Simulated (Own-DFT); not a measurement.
# Strain and stress in 2H SiC, 32 atoms (C16Si16)

Calculated results; nothing here was measured. The program, named Own-DFT, is a retired in-house plane-wave density functional code that no person has reviewed. Each row is one single-point run on a periodic cell that was not relaxed, without spin or spin-orbit coupling.

Settings of every run: PBE; PseudoDojo norm-conserving scalar-relativistic files; cutoff 42 hartree; 5 x 5 x 3 k mesh centred on Gamma; Fermi-Dirac smearing of 0.1 eV.

Known limits: forces on such cells passed a denser k mesh, each cell not checked; stress not checked against mesh or cutoff.

Unstrained cell vectors in Å: (6.165, 0.000, 0.000); (-3.083, 5.339, 0.000); (0.000, 0.000, 10.068). The unstrained cell has measured lattice constants (interpolated for alloys), not those of this functional. That, the random moves and any unrelaxed bonds set the pressure at no strain. Each run strains this cell uniformly, with the atoms carried along. Every atom was also moved at random, by a Gaussian of width 0.05 Å on each axis. Strain is the symmetric tensor, in per cent. Stress is positive in tension, and the pressure is minus a third of its trace.

```
run,e_xx (%),e_yy (%),e_zz (%),e_yz (%),e_xz (%),e_xy (%),s_xx (GPa),s_yy (GPa),s_zz (GPa),s_yz (GPa),s_xz (GPa),s_xy (GPa),P (GPa),E (meV/atom)
1,1.75,0.87,1.02,1.06,0.73,-1.01,6.40,1.28,-0.29,3.14,2.23,-2.55,-2.46,2.9
2,-0.79,0.26,-1.60,1.29,-1.44,-0.52,-7.11,-2.35,-21.96,2.79,-4.08,-3.24,10.47,14.3
3,-1.16,-0.68,1.72,0.19,0.49,1.64,-10.73,-9.94,2.63,1.44,1.66,8.80,6.01,8.3
4,-0.11,1.62,0.03,1.73,0.48,-1.59,-0.81,3.62,-10.18,5.74,1.55,-7.66,2.46,14.7
5,-0.44,0.89,-1.07,1.27,-1.78,1.68,-8.06,-0.43,-11.25,4.77,-5.81,8.11,6.58,8.1
6,0.42,-0.79,-1.52,0.47,1.27,-1.60,-4.18,-8.13,-16.25,1.30,5.52,-5.02,9.52,18.6
7,0.05,0.51,-1.90,1.94,-0.15,-1.21,-4.62,-1.43,-20.43,7.26,0.75,-5.04,8.83,26.8
8,-1.53,-1.05,0.58,-1.94,-0.48,0.14,-17.17,-10.41,-2.92,-7.21,-1.25,-3.91,10.16,13.4
9,1.51,-1.49,-1.36,-1.37,0.02,1.96,1.44,-8.60,-19.48,-5.49,1.99,9.17,8.88,31.0
10,-1.97,1.63,-1.84,0.81,-0.75,-1.97,-18.31,1.62,-15.90,1.53,-4.21,-9.84,10.86,27.0
11,-0.70,-0.97,-0.64,-0.08,0.50,1.03,-11.71,-8.47,-12.51,-1.01,0.85,5.30,10.90,9.4
12,0.98,-1.55,1.24,-1.59,-0.62,-0.48,-0.58,-13.19,1.51,-4.21,-1.18,-2.29,4.09,0.0
13,-0.46,1.99,1.58,-1.05,-1.88,-1.14,-5.55,5.39,1.22,-3.92,-7.09,-5.97,-0.36,19.4
14,0.86,1.62,-0.14,-1.83,1.92,1.48,0.17,4.58,-8.08,-5.80,7.08,6.21,1.11,37.5
15,1.79,1.75,-1.99,0.19,-1.37,-1.98,5.00,3.83,-19.41,1.00,-4.34,-9.27,3.53,48.8
16,-1.46,1.21,0.27,0.84,0.22,-0.46,-8.93,-1.89,-4.91,3.10,0.15,-1.61,5.24,3.3
17,-0.67,-0.49,0.32,-0.40,0.81,-0.36,-8.26,-6.66,-8.16,-1.75,0.57,-0.76,7.69,24.6
18,-0.37,0.93,0.27,-1.56,1.60,1.65,?,?,?,?,?,?,?,?
```

E is the free energy for each atom above the lowest run shown.

## Worked fit

Each stress component was fitted by least squares to a constant and the strains of the runs shown, as fractions, with shears doubled. Shear strains stay in the fit of a normal stress only where such slopes are resolved. The slopes, in GPa:

```
stress  at no strain  per e_xx  per e_yy  per e_zz  scatter
  s_xx          -5.0  571 ± 42  114 ± 40   64 ± 39     1.96
  s_yy          -4.5   78 ± 26  468 ± 25  -27 ± 24     1.22
  s_zz          -7.9  -18 ± 49   34 ± 47  632 ± 46     2.30
```

Each shear stress against twice its own strain: yz 175 ± 10, xz 162 ± 12, xy 235 ± 13 GPa. These are stiffnesses along x, y and z of the frame in which the cell vectors are given, which need not be the crystal's axes. The atoms are held to the strained lattice; where symmetry lets them move under strain, relaxing them would lower some slopes. The table should be nearly symmetric about its diagonal, and what it lacks of that shows the noise. A ninth of its sum, 213 ± 5 GPa, estimates the bulk modulus near the mean pressure of these runs, 6.1 GPa, so it lies above the value at zero pressure.

## Withheld run

Question: what normal stresses and pressure should run 18 give?

The fit gives s_xx = -5.9, s_yy = -0.5, s_zz = -5.9 and P = 4.1 GPa. The calculation gave -6.00, -0.70, -4.68 and P = 3.79 GPa.
